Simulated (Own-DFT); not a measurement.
# Response to strain: diamond silicon, 64 atoms (Si64)

These are calculations, not measurements. They come from Own-DFT, an in-house plane-wave density functional program, since retired, whose code no person has reviewed. Each row is one single-point run on a periodic cell that was not relaxed, without spin or spin-orbit coupling.

Settings of every run: PBE; PseudoDojo norm-conserving scalar-relativistic files; cutoff 20 hartree; 3 x 3 x 3 k mesh centred on Gamma; Fermi-Dirac smearing of 0.1 eV.

Known limits: k mesh not checked against a denser one; stress not checked against mesh or cutoff.

Unstrained cell vectors in Å: (10.862, 0.000, 0.000); (0.000, 10.862, 0.000); (0.000, 0.000, 10.862). The unstrained cell has measured lattice constants (interpolated for alloys), not those of this functional. That, the random moves and any unrelaxed bonds set the pressure at no strain. Each run strains this cell uniformly, with the atoms carried along. Every atom was also moved at random, by a Gaussian of width 0.05 Å on each axis. Strain is the symmetric tensor, in per cent. Stress is positive in tension, and the pressure is minus a third of its trace.

```
run  e_xx (%)  e_yy (%)  e_zz (%)  e_yz (%)  e_xz (%)  e_xy (%)  s_xx (GPa)  s_yy (GPa)  s_zz (GPa)  s_yz (GPa)  s_xz (GPa)  s_xy (GPa)  P (GPa)  E (meV/atom)
  1     -1.34     -1.27     -0.16      1.51     -1.57     -1.21       -6.23       -6.19       -5.27        3.34       -4.17       -2.19     5.90          52.2
  2      1.74      0.38      0.65     -1.81     -0.74     -1.85        0.40       -0.72       -0.55       -4.04       -2.60       -3.53     0.29          14.8
  3      0.76     -0.64     -1.88      1.02      0.20     -0.04       -3.19       -4.32       -5.58        2.65        0.10        0.00     4.36          12.3
  4      0.34     -0.13      0.51      0.84     -1.20      1.42       -1.73       -2.36       -1.66        2.40       -2.99        2.35     1.91           6.5
  5     -0.53     -1.45     -0.81     -1.46      1.05      1.49       -5.42       -6.20       -5.81       -3.97        2.53        3.43     5.81          39.7
  6     -0.83      1.61      0.31     -1.86     -0.26      0.24       -2.81       -0.59       -1.87       -4.02       -1.90       -0.12     1.76          14.9
  7     -0.17      1.70     -1.12      0.91      0.60     -1.41       -2.64       -0.87       -3.47        1.74        1.42       -3.56     2.32          13.3
  8     -0.39      1.98      0.49     -1.58     -0.10      0.81       -1.76        0.42       -0.98       -3.44       -0.07        0.57     0.77          13.5
  9     -0.23     -1.21      0.94      1.86      0.23      1.90       -3.63       -4.52       -2.49        4.32        0.30        3.31     3.55          37.6
 10      1.52      1.19      1.44      0.52      1.42     -0.31        1.23        1.02        1.22        1.28        2.92       -0.65    -1.15           0.0
 11     -0.31      0.44     -0.51      0.85     -0.57      1.64       -3.46       -2.84       -3.70        1.44       -2.67        4.04     3.33          31.1
 12      0.90      0.78      1.01      1.07     -0.66     -0.71       -0.21       -0.39       -0.19        2.95       -2.04       -0.90     0.26           6.2
 13      0.91      0.57     -1.48     -0.17      1.02      1.68       -1.93       -2.06       -3.98       -0.48        0.59        3.69     2.65          14.9
 14      0.33     -0.58     -0.70      1.29      0.54     -1.40       -3.11       -3.86       -4.16        2.58        2.00       -3.13     3.71          20.1
 15      0.77      0.89     -0.39     -0.90     -0.03     -0.19       -1.11       -0.94       -2.03       -1.72        0.26       -0.24     1.36           2.0
 16     -0.18     -1.61      0.54      1.42      1.07      0.59           ?           ?           ?           ?           ?           ?        ?             ?
```

E is the free energy for each atom above the lowest run shown.

## Worked fit

Each stress component was fitted by least squares to a constant and the strains of the runs shown, as fractions, with shears doubled. Shear strains stay in the fit of a normal stress only where such slopes are resolved. The slopes, in GPa:

| stress | at no strain | per e_xx | per e_yy | per e_zz | scatter |
|---|---|---|---|---|---|
| s_xx | -2.9 | 162 ± 5 | 74 ± 4 | 60 ± 4 | 0.16 |
| s_yy | -2.9 | 76 ± 4 | 166 ± 3 | 54 ± 3 | 0.12 |
| s_zz | -2.9 | 77 ± 5 | 76 ± 4 | 149 ± 5 | 0.16 |

Each shear stress against twice its own strain: yz 115 ± 4, xz 131 ± 14, xy 103 ± 6 GPa. These are stiffnesses along x, y and z of the frame in which the cell vectors are given, which need not be the crystal's axes. The atoms are held to the strained lattice; where symmetry lets them move under strain, relaxing them would lower some slopes. The table should be nearly symmetric about its diagonal, and what it lacks of that shows the noise. A ninth of its sum, 99 ± 2 GPa, estimates the bulk modulus near the mean pressure of these runs, 2.5 GPa, so it lies above the value at zero pressure.

## Withheld run

Question: what normal stresses and pressure should run 16 give?

The fit gives s_xx = -4.1, s_yy = -5.4, s_zz = -3.5 and P = 4.3 GPa. The calculation gave -3.79, -4.92, -2.96 and P = 3.89 GPa. This run lies off the fit, by chance or by something that the fit leaves out.
